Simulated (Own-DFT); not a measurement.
Hf16O31 (monoclinic hafnia with two neutral oxygen vacancies, strained, atoms displaced), Hf31SiO64 (monoclinic hafnia with substituted atoms, atoms displaced) (calculated)

All values are calculated (Own-DFT development build). A calculation, not a measurement: plane-wave PBE and HSE06 DFT by an unreviewed code, no spin, of a simulated cell at Gamma alone, so results move with cell size and shape, stress positive in tension, energies less offsets, not probed for a lower state with spin; hafnium file: forces about 75 meV/angstrom off all-electron values; oxygen file: force components 24 meV/angstrom off all-electron in a glass; k mesh not checked against a denser one; forces and stress are PBE's, HSE06 gives the energy alone, and its difference from PBE has offsets of its own; offsets are fitted by least squares, one for each functional and potential file, so energies compare only between cells with the same atoms and settings and are not formation energies; the far tail of each file's local potential was reset to the Coulomb form; each entry is a single point on an unrelaxed cell, so the pressure reflects the starting lattice, mostly measured values, from which strain is counted, and rises with the displacements; printed positions are rounded, which can move forces by about a meV/angstrom; the program is a retired in-house code; no spin-orbit coupling.

Settings shared by all entries: first functional PBE; second functional HSE06; exact exchange share 0.25; screening 0.11 1/bohr; exchange divergence Gygi-Baldereschi; potential files PseudoDojo norm-conserving, scalar-relativistic, made for PBE, standard set; wave cutoff 48 hartree; occupations fixed; k mesh 1 x 1 x 1 centred on Gamma.

(1) Hf16O31 (monoclinic hafnia with two neutral oxygen vacancies, strained, atoms displaced)

```xyz
94
Lattice="10.1873 -0.0314 -0.0161 -0.0318 10.3676 0.1496 -1.7042 0.1562 10.3715" Properties=species:S:1:pos:R:3 Hf16O31
Hf     1.1839     0.1890     1.0637
Hf     3.4393     2.7972     1.5991
Hf     3.0333     5.0166     4.1910
Hf     0.7795     2.4965     3.6817
O      0.0982     1.7289     1.7857
O      4.5961     4.3158     0.7706
O      4.1946     3.4998     3.4113
O     -0.3856     0.9125     4.4126
O      1.8650     4.0372     2.5025
O      2.7981     1.2964     0.1145
O      2.3430     1.3067     2.7017
O      1.4047     3.9181     5.0678
Hf     0.4227     0.2231     6.2195
Hf     2.5721     2.8865     6.7383
Hf     2.1593     5.1671     9.3553
Hf    -0.0860     2.5193     8.8815
O      3.7166     4.4339     6.0379
O      3.3052     3.5730     8.6136
O     -1.2224     1.0203     9.5827
O      0.9935     4.0250     7.7247
O      1.9322     1.4137     5.3125
O      1.5529     1.3734     7.8781
O      0.5708     4.0014    10.3389
Hf     1.1996     5.4420     1.1359
Hf     3.4471     8.0387     1.5933
Hf     2.9416    10.2177     4.2563
Hf     0.7500     7.6027     3.7842
O      0.0461     6.9120     1.9197
O      4.5435     9.5292     0.9245
O      4.1266     8.6680     3.5254
O     -0.3902     6.1657     4.4931
O      1.9369     9.1137     2.6515
O      2.7719     6.5036     0.1740
O      2.3669     6.4569     2.7838
O      1.4449     9.0664     5.2067
Hf     0.3552     5.4830     6.3440
Hf     2.5548     8.0572     6.7909
Hf     2.1026    10.3386     9.4324
Hf    -0.0566     7.7655     8.9252
O     -0.8180     6.9484     7.0549
O      3.7407     9.5500     6.1392
O      3.2627     8.7465     8.6743
O     -1.2845     6.1847     9.7247
O      0.9912     9.2318     7.7631
O      1.9019     6.5828     5.3921
O      1.4886     6.5617     7.9760
O      0.5636     9.1671    10.3907
Hf     6.3153     0.2101     1.0606
Hf     8.5851     2.7913     1.5745
Hf     8.0838     5.0383     4.0802
Hf     5.9051     2.4074     3.6977
O      5.1925     1.7056     1.8100
O      9.6748     4.2512     0.8460
O      9.1956     3.4411     3.3672
O      4.7554     0.9434     4.3730
O      6.9320     3.8973     2.5307
O      7.8393     1.3386     0.0939
O      7.4300     1.2890     2.6928
O      6.5559     3.9573     5.0646
Hf     5.4871     0.2721     6.2602
Hf     7.6719     2.9240     6.7758
Hf     7.2601     5.0714     9.3169
Hf     5.0426     2.4927     8.8950
O      4.3514     1.7501     7.0247
O      8.8181     4.3823     6.0626
O      3.8836     1.0322     9.5800
O      6.1667     3.9924     7.7658
O      7.0256     1.3664     5.3020
O      6.6068     1.3914     7.8963
O      5.7309     3.9856    10.3031
Hf     6.3029     5.3918     1.1207
Hf     8.5344     7.9564     1.5780
Hf     8.0385    10.2322     4.2196
Hf     5.9306     7.6405     3.7644
O      5.1799     6.9558     1.8905
O      9.6505     9.4698     0.8973
O      9.2004     8.7006     3.5118
O      4.7178     6.0436     4.4083
O      6.9619     9.1645     2.6329
O      7.8890     6.5676     0.2266
O      7.3960     6.4561     2.7630
O      6.5308     9.1032     5.1690
Hf     5.5025     5.4678     6.3228
Hf     7.6734     8.0538     6.7544
Hf     7.1987    10.2421     9.4146
Hf     5.0179     7.6832     8.9917
O      4.2766     6.9684     7.0513
O      8.8793     9.6099     6.0948
O      8.3940     8.7144     8.6655
O      3.8059     6.1434     9.6569
O      6.1047     9.2071     7.7932
O      7.0252     6.5525     5.3977
O      6.6279     6.5453     7.9634
O      5.6759     9.1805    10.3530
```

* PBE energy of cell above offsets: -90.366 eV
* HSE06 less PBE above offsets: 0.138 eV
* PBE pressure: 6.52 GPa
* PBE stress xx: -6.58 GPa
* PBE stress yy: -5.17 GPa
* PBE stress zz: -7.82 GPa
* PBE stress yz: 3.56 GPa
* PBE stress xz: -0.68 GPa
* PBE stress xy: -1.85 GPa

Force:
```tsv
element	x (eV/Å)	y (eV/Å)	z (eV/Å)
Hf	1.201	0.683	0.484
Hf	-0.089	0.423	-1.276
Hf	-0.552	0.285	-1.26
Hf	0.354	-1.023	0.492
O	-0.432	0.16	0.182
O	0.352	-0.444	1.479
O	-0.343	-0.007	0.159
O	0.676	0.96	-0.702
O	0.012	-1.436	0.757
O	0.033	-0.06	0.243
O	0.009	-0.069	0.385
O	0.01	0.084	0.644
Hf	-0.354	2.176	0.307
Hf	0.154	0.015	0.281
Hf	-1.56	-2.295	-0.377
Hf	0.587	0.725	-0.091
O	0.386	-0.582	0.68
O	0.234	0.031	-0.22
O	-0.392	-0.244	-0.311
O	0.185	0.046	-0.303
O	0.35	-0.072	-0.483
O	-1.05	-0.005	0.015
O	-0.267	-0.303	-0.418
Hf	0.912	-0.533	0.383
Hf	-0.416	-1.432	1.15
Hf	1.366	-0.269	-0.322
Hf	1.095	0.41	-0.354
O	-0.682	0.523	-0.087
O	0.738	0.35	-0.078
O	0.948	0.021	0.258
O	-0.97	-0.91	-0.327
O	-1.234	0.714	-0.747
O	0.094	0.629	-0.023
O	-0.304	0.572	0.08
O	-0.409	0.255	-0.086
Hf	0.114	-0.417	0.476
Hf	0.657	-0.35	0.202
Hf	0.683	-0.254	-0.215
Hf	-0.126	-1.497	0.511
O	-0.423	1	0.301
O	-0.018	0.365	-0.407
O	0.477	-0.009	0.755
O	0.475	1.006	-1.371
O	-0.045	-0.586	0.687
O	0.22	-0.013	-0.185
O	-0.244	0.437	-0.33
O	-0.405	0.143	-0.29
Hf	0.149	0.688	0.333
Hf	-1.753	-0.734	-1.857
Hf	-0.048	-1.025	1.153
Hf	0.403	0.417	0.037
O	-0.913	0.458	-0.172
O	0.832	0.942	-0.281
O	0.885	0.686	1.498
O	-1.152	-0.975	0.236
O	0.203	1.042	-0.703
O	0.706	-0.605	0.375
O	0.51	-0.294	0.129
O	-0.42	-0.21	0.456
Hf	-0.346	0.692	0.068
Hf	0.363	-1.271	-0.335
Hf	0.321	-0.859	0.421
Hf	0.13	0.422	0
O	-1.167	0.881	-0.425
O	0.206	0.116	-0.487
O	-0.978	-0.95	-0.051
O	0.118	0.834	-0.782
O	0.572	0.593	0.258
O	0.424	-0.717	0.262
O	-0.597	0.443	0.005
Hf	-0.411	-0.59	0.685
Hf	-0.453	0.647	1.219
Hf	0.582	0.048	-0.014
Hf	-1.707	-0.321	-0.118
O	-0.161	-0.045	-0.655
O	0.3	-0.062	0.152
O	0.847	-0.717	-0.135
O	1.187	0.966	0.364
O	-0.24	-0.54	-0.8
O	-0.633	-0.838	-0.796
O	0.709	0.017	0.126
O	-0.043	-0.456	0.584
Hf	-1.001	-0.005	0.018
Hf	0.265	0.193	0.538
Hf	0.414	1.017	-1.077
Hf	-0.471	0.09	-1.185
O	0.44	-0.022	0.247
O	-1.346	-1.226	0.588
O	-0.11	0.316	0.149
O	2.158	1.708	-0.348
O	0.051	-0.389	-0.06
O	0.311	0.576	-0.663
O	-0.544	0.079	0.116
O	-0.6	-0.223	0.278
```

(2) Hf31SiO64 (monoclinic hafnia with substituted atoms, atoms displaced)

```xyz
96
Lattice="10.2340 0.0000 0.0000 0.0000 10.3500 0.0000 -1.6955 0.0000 10.4453" Properties=species:S:1:pos:R:3 Hf31SiO64
Si     1.3098     0.2479     1.2082
Hf     3.5214     2.7714     1.3451
Hf     2.9894     4.9973     4.1749
Hf     0.8321     2.4198     3.6166
O      0.0194     1.7267     1.8612
O      4.7714     4.1993     0.7431
O      4.2713     3.5838     3.4641
O     -0.3782     0.8756     4.3112
O      1.8580     3.9150     2.4754
O      2.6906     1.2955     0.0484
O      2.2782     1.1940     2.8332
O      1.2440     3.7915     5.1444
Hf     0.3701     0.0568     6.2899
Hf     2.5139     2.8164     6.6975
Hf     2.2238     5.0527     9.3640
Hf    -0.0843     2.5884     8.8355
O     -0.7755     1.7190     7.0554
O      3.8506     4.5071     6.2119
O      3.2436     3.3870     8.6055
O     -1.1921     0.7539     9.7199
O      1.1391     3.9999     7.7428
O      1.9243     1.4507     5.3262
O      1.5663     1.1553     8.0606
O      0.6668     3.8696    10.4328
Hf     0.9849     5.3065     1.1989
Hf     3.4915     7.9354     1.4080
Hf     3.1041     9.9194     4.0358
Hf     0.7896     7.5791     3.7227
O     -0.0455     6.7706     1.8179
O      4.5980     9.5823     0.7929
O      4.2770     8.6394     3.2467
O     -0.2837     6.0992     4.3262
O      1.8882     9.0439     2.5387
O      2.7514     6.5145     0.0073
O      2.4294     6.1595     2.6861
O      1.5162     9.0097     5.1073
Hf     0.3630     5.2463     6.4160
Hf     2.5072     7.9572     6.7581
Hf     2.2086    10.3028     9.3458
Hf    -0.0094     7.5945     8.9575
O     -0.7002     6.8877     6.9133
O      3.5681     9.4214     6.0543
O      3.3877     8.7457     8.6588
O     -1.1213     6.0122     9.7723
O      0.9230     9.1491     7.9191
O      1.9964     6.5566     5.4284
O      1.5386     6.4253     7.8716
O      0.4838     9.1629    10.3943
Hf     6.3487     0.1104     1.0527
Hf     8.5877     2.9584     1.6422
Hf     8.1854     4.9907     4.0465
Hf     5.8992     2.3767     3.7225
O      5.1586     1.6556     1.8604
O      9.6791     4.2804     0.6732
O      9.4603     3.3557     3.3449
O      4.8408     0.8538     4.5279
O      6.9862     3.9610     2.6468
O      7.9603     1.3238     0.1199
O      7.5724     1.2131     2.8556
O      6.6451     3.7707     5.0867
Hf     5.4705     0.2828     6.3518
Hf     7.6898     2.7272     6.6689
Hf     7.1428     5.0547     9.5458
Hf     5.1130     2.3495     8.9220
O      4.4234     1.7246     7.1111
O      8.8363     4.1593     5.9880
O      8.3737     3.3997     8.5418
O      3.8702     0.9462     9.6543
O      6.1398     3.9750     7.7880
O      6.9738     1.4682     5.4177
O      6.6117     1.2669     7.8713
O      5.8357     3.8171    10.3995
Hf     6.3465     5.3954     0.8668
Hf     8.5857     8.0606     1.6266
Hf     8.2717    10.1404     4.1765
Hf     6.0539     7.5605     3.6561
O      5.1916     6.8598     1.6967
O      9.6864     9.4599     0.8269
O      9.4568     8.7331     3.3633
O      4.6702     6.0367     4.4271
O      7.1227     9.0317     2.5950
O      7.9227     6.4535     0.2384
O      7.5621     6.5850     2.6368
O      6.5660     9.0113     5.1027
Hf     5.4828     5.4409     6.2227
Hf     7.6197     7.9704     6.7521
Hf     7.2386    10.3044     9.2892
Hf     5.0248     7.5353     8.9806
O      4.3046     6.9120     7.0703
O      8.7515     9.4713     6.0670
O      8.4954     8.5838     8.6603
O      4.0818     6.0797     9.6616
O      6.2167     9.2444     7.7753
O      7.0961     6.5488     5.2429
O      6.4177     6.4863     7.9118
O      7.4744     9.0845     0.0313
```

- PBE energy of cell above offsets: -76.838 eV
- HSE06 less PBE above offsets: 0.759 eV
- PBE pressure: 7.54 GPa
- PBE stress xx: -7.8 GPa
- PBE stress yy: -7.24 GPa
- PBE stress zz: -7.56 GPa
- PBE stress yz: 1.25 GPa
- PBE stress xz: -0.85 GPa
- PBE stress xy: -1.28 GPa

Force:
```tsv
element	x (eV/Å)	y (eV/Å)	z (eV/Å)
Si	-2.39	-0.069	-3.022
Hf	-0.94	-0.118	2.776
Hf	0.511	-0.875	0.205
Hf	2.585	-2.42	1.633
O	1.587	-1.765	-2.034
O	-0.529	0.262	-0.915
O	-0.819	-0.88	-0.558
O	0.887	-0.421	1.995
O	0.389	-2.003	0.444
O	0.105	0.92	2.65
O	1.117	-1.691	-2.82
O	1.87	1.648	0.732
Hf	-0.083	2.556	0.777
Hf	2.394	-0.548	0.47
Hf	-0.903	-1.293	-0.405
Hf	-1.505	-3.445	1.559
O	1.11	-0.963	-0.684
O	-3.858	-3.301	-0.785
O	0.835	0.662	1.191
O	0.309	1.554	0.058
O	-1.123	-1.191	1.13
O	-0.167	-1.473	0.723
O	-1.064	3.89	-3.977
O	0.148	0.287	-1.925
Hf	4.629	0.992	-0.95
Hf	-0.978	0.613	0.111
Hf	-0.088	3.506	2.124
Hf	1.206	-0.934	-0.612
O	-0.032	1.41	1.282
O	-0.268	-1.387	0.677
O	0.872	-1.002	0.301
O	-1.537	-2.05	0.842
O	0.015	0.432	-1.551
O	1.958	0.426	1.065
O	-0.651	3.633	-0.542
O	-2.059	0.061	-0.067
Hf	-1.431	2.885	-2.665
Hf	1.291	-0.26	1.606
Hf	-1.242	-3.497	1.605
Hf	-1.985	0.382	-0.051
O	-1.222	0.357	0.648
O	2.85	1.947	-0.855
O	0.054	-0.967	0.149
O	-1.998	-0.463	-1.455
O	0.766	-0.548	-2.569
O	-0.787	-1.359	-1.677
O	0.21	-0.543	1.946
O	0.739	-0.574	1.53
Hf	0.898	1.759	1.317
Hf	-1.171	-5.332	-1.331
Hf	-0.187	-0.09	2.03
Hf	0.085	-0.425	0.039
O	0.087	0.189	-0.432
O	0.569	-1.247	2.066
O	-3.724	4.459	1
O	-2.092	-0.771	-1.391
O	1.093	0.67	-1.713
O	-0.906	0.734	-0.106
O	-1.079	0.886	-1.028
O	-0.566	2.025	0.032
Hf	-0.062	-1.695	-0.675
Hf	-0.078	2.244	2.193
Hf	2.547	0.123	-6.007
Hf	-0.193	1.632	-0.172
O	-2.536	1.035	-0.791
O	2.159	2.572	-0.995
O	1.132	0.946	1.924
O	1.26	0.265	0.678
O	-0.379	-0.068	-0.133
O	0.121	-3.326	-1.661
O	0.488	0.752	1.036
O	-2.328	-0.148	0.111
Hf	0.162	-1.102	6.933
Hf	1.333	0.086	-2.541
Hf	-2.237	0.478	-1.045
Hf	-1.41	-0.338	0.28
O	0.058	0.188	-0.01
O	2.544	1.72	0.511
O	0.084	-0.271	1.047
O	1.426	1.666	-0.879
O	-1.799	1.462	-0.093
O	1.144	1.407	-1.612
O	-0.633	-2.797	1.945
O	-0.533	-0.273	0.273
Hf	1.133	-0.299	1.587
Hf	0.98	-0.184	1.463
Hf	3.186	-2.153	2.849
Hf	1.393	4.675	-2.69
O	-0.933	1.038	0.065
O	2.27	1.038	0.122
O	-1.038	-0.223	-0.563
O	-4.138	-2.117	-2.037
O	-0.745	-1.472	-0.569
O	0.445	-0.708	-0.198
O	2.389	-0.04	0.727
O	-0.997	-1.348	-1.666
```
